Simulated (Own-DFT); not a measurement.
# How strain changes the stress of fcc Cu, 16 atoms (Cu16)

All numbers below are calculated, not measured. The program, named Own-DFT, is a retired in-house plane-wave density functional code that no person has reviewed. Each row is one single-point run on a periodic cell that was not relaxed, without spin or spin-orbit coupling.

Settings of every run: PBE; PseudoDojo norm-conserving scalar-relativistic files; cutoff 50 hartree; 7 x 7 x 5 k mesh centred on Gamma; cold (Marzari-Vanderbilt) smearing of 0.2 eV.

Known limits: forces on such cells failed a check on a denser k mesh; stress not checked against mesh or cutoff.

Unstrained cell vectors in Å: (3.615, 3.615, 0.000); (-3.615, 3.615, 0.000); (0.000, 0.000, 7.230). The unstrained cell has measured lattice constants (interpolated for alloys), not those of this functional. That, the random moves and any unrelaxed bonds set the pressure at no strain. Each run strains this cell uniformly, with the atoms carried along. Every atom was also moved at random, by a Gaussian of width 0.05 Å on each axis. Strain is the symmetric tensor, in per cent. Stress is positive in tension, and the pressure is minus a third of its trace.

| run | e_xx (%) | e_yy (%) | e_zz (%) | e_yz (%) | e_xz (%) | e_xy (%) | s_xx (GPa) | s_yy (GPa) | s_zz (GPa) | s_yz (GPa) | s_xz (GPa) | s_xy (GPa) | P (GPa) | E (meV/atom) |
|---|---|---|---|---|---|---|---|---|---|---|---|---|---|---|
| 1 | 1.16 | 1.92 | 1.25 | 1.63 | -1.42 | 1.18 | 2.97 | 3.26 | 3.12 | 2.21 | -2.15 | 1.53 | -3.12 | 9.6 |
| 2 | 0.97 | -1.50 | -1.14 | -0.57 | 0.31 | -1.85 | -5.14 | -7.16 | -5.99 | -1.31 | 0.41 | -3.64 | 6.10 | 23.4 |
| 3 | -1.07 | -1.06 | -1.21 | 0.25 | 0.22 | -0.91 | -8.69 | -8.51 | -8.26 | 0.31 | 0.24 | -1.97 | 8.49 | 20.5 |
| 4 | 0.91 | 1.48 | 1.73 | -0.69 | -0.66 | -0.11 | 3.11 | 3.28 | 3.84 | -0.83 | -0.86 | -0.19 | -3.41 | 0.0 |
| 5 | 0.14 | -1.75 | 0.08 | 0.58 | 0.43 | -0.95 | -5.16 | -6.98 | -5.41 | 1.38 | 0.83 | -1.01 | 5.85 | 24.4 |
| 6 | 0.20 | -0.87 | 0.87 | -0.70 | -0.97 | -1.15 | -2.73 | -3.43 | -1.97 | -1.05 | -1.51 | -1.91 | 2.71 | 10.7 |
| 7 | -0.70 | 0.65 | -1.09 | -0.45 | -1.32 | 2.00 | -5.71 | -3.98 | -5.14 | -0.73 | -2.56 | 3.52 | 4.94 | 17.1 |
| 8 | -1.90 | -0.39 | 1.31 | -0.64 | -1.33 | 0.78 | -6.34 | -5.28 | -3.87 | -1.19 | -2.52 | 1.30 | 5.17 | 26.6 |
| 9 | 1.23 | 0.81 | -1.24 | -1.56 | 1.15 | -0.53 | -1.57 | -1.95 | -2.42 | -2.84 | 2.04 | -0.65 | 1.98 | 12.4 |
| 10 | 1.35 | -1.27 | -0.92 | 1.97 | -1.43 | -0.08 | -2.90 | -5.45 | -4.68 | 4.32 | -2.31 | -0.13 | 4.35 | 12.9 |
| 11 | 0.90 | 0.28 | 0.44 | -1.11 | -1.94 | 0.69 | -0.43 | -0.47 | -0.38 | -2.06 | -3.19 | 0.93 | 0.43 | 6.0 |
| 12 | -0.94 | -0.28 | 1.36 | 0.13 | 0.41 | -0.76 | -4.61 | -3.94 | -2.00 | 0.49 | 0.78 | -1.49 | 3.52 | 26.6 |
| 13 | 1.30 | -0.70 | -1.25 | 1.95 | 0.63 | -0.78 | -2.48 | -4.71 | -4.32 | 3.74 | 1.24 | -1.04 | 3.84 | 8.7 |
| 14 | -1.43 | -0.55 | 0.48 | -1.38 | -0.34 | 0.33 | -6.57 | -6.13 | -5.76 | -2.84 | -0.01 | 0.39 | 6.15 | 32.0 |
| 15 | -2.00 | -0.62 | 1.90 | 1.41 | -1.59 | -1.84 | -5.46 | -4.67 | -2.86 | 2.23 | -2.78 | -3.51 | 4.33 | 17.3 |
| 16 | -1.43 | -1.57 | 0.61 | -1.27 | -1.22 | -1.96 | ? | ? | ? | ? | ? | ? | ? | ? |

E is the free energy for each atom above the lowest run shown.

## Worked fit

Each stress component was fitted by least squares to a constant and the strains of the runs shown, as fractions, with shears doubled. Shear strains stay in the fit of a normal stress only where such slopes are resolved. The slopes, in GPa:

```
stress,at no strain,per e_xx,per e_yy,per e_zz,scatter
s_xx,-3.4,224 ± 10,118 ± 11,140 ± 10,0.38
s_yy,-3.4,132 ± 10,210 ± 11,128 ± 10,0.39
s_zz,-3.1,146 ± 9,136 ± 10,192 ± 10,0.36
```

Each shear stress against twice its own strain: yz 90 ± 5, xz 90 ± 5, xy 96 ± 7 GPa. These are stiffnesses along x, y and z of the frame in which the cell vectors are given, which need not be the crystal's axes. The atoms are held to the strained lattice; where symmetry lets them move under strain, relaxing them would lower some slopes. The table should be nearly symmetric about its diagonal, and what it lacks of that shows the noise. A ninth of its sum, 158 ± 4 GPa, estimates the bulk modulus near the mean pressure of these runs, 3.4 GPa, so it lies above the value at zero pressure.

## Withheld run

Question: what normal stresses and pressure should run 16 give?

The fit gives s_xx = -7.6, s_yy = -7.8, s_zz = -6.1 and P = 7.2 GPa. The calculation gave -7.88, -7.48, -5.87 and P = 7.08 GPa.
